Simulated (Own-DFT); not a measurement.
# A layer strained by its substrate: wurtzite AlGaN with randomly placed atoms, 72 atoms (Al9Ga27N36)

Calculated, not measured: single-point runs of Own-DFT, a retired in-house plane-wave DFT program that no person has reviewed, on unrelaxed cells, without spin or spin-orbit coupling.

All runs used: PBE; PseudoDojo norm-conserving scalar-relativistic files (stringent for Ga); cutoff 96 hartree; 4 x 4 x 3 k mesh centred on Gamma; Gaussian smearing of 0.01 eV.

Limits: forces on such cells passed a denser k mesh, each cell not checked; stress not checked against mesh or cutoff.

Unstrained cell vectors in Å: (9.509, 0.000, 0.000); (-4.755, 8.235, 0.000); (0.000, 0.000, 10.268). The unstrained cell has measured lattice constants (interpolated for alloys), not those of this functional. That, the random moves and any unrelaxed bonds set the pressure at no strain. Each run strains x and y alike by e, as a substrate would, and holds the height along z. Random moves of width 0.05 Å per axis were added to every atom. The random placing of the alloy's atoms differs from row to row. Stress is positive in tension.

```
e (%),u (Å),(s_xx + s_yy)/2 (GPa),s_zz (GPa)
-3.00,0.052,-26.63,-12.06
-2.50,0.050,-23.02,-10.51
-1.75,0.049,-16.94,-11.07
-1.50,0.049,-14.70,-11.54
-1.25,0.049,-14.31,-8.10
-0.75,0.047,-11.45,-7.71
-0.25,0.047,-7.93,-8.20
0.25,0.047,-4.81,-7.44
1.25,0.050,?,?
1.50,0.049,0.52,-5.01
```

## What the rows give

With e as a fraction, the in-plane stress is -6.5 + 537 e - 4518 e² GPa (errors 20 and 914, scatter 0.53), and s_zz is -7.5 + 153 e GPa (slope ± 26, scatter 1.02). At e = 0 the first slope is C11 + C12 and the second 2 C13, both with the ions held to the strained lattice and at the cell's own pressure. The term in e² is negative: the layer stiffens under compression and softens under tension. A free layer would change its height as e changes, and the in-plane slope would drop by 2 C13²/C33 to the biaxial modulus. At fixed height, a misfit of 1 % moves the in-plane stress by about 5.4 GPa and s_zz by 1.5 GPa.

## Withheld run

The question: what are the two stresses at e = 1.25 %?

The fitted form gives -0.5 and -5.6 GPa. The hidden result is -0.23 and -6.76 GPa.
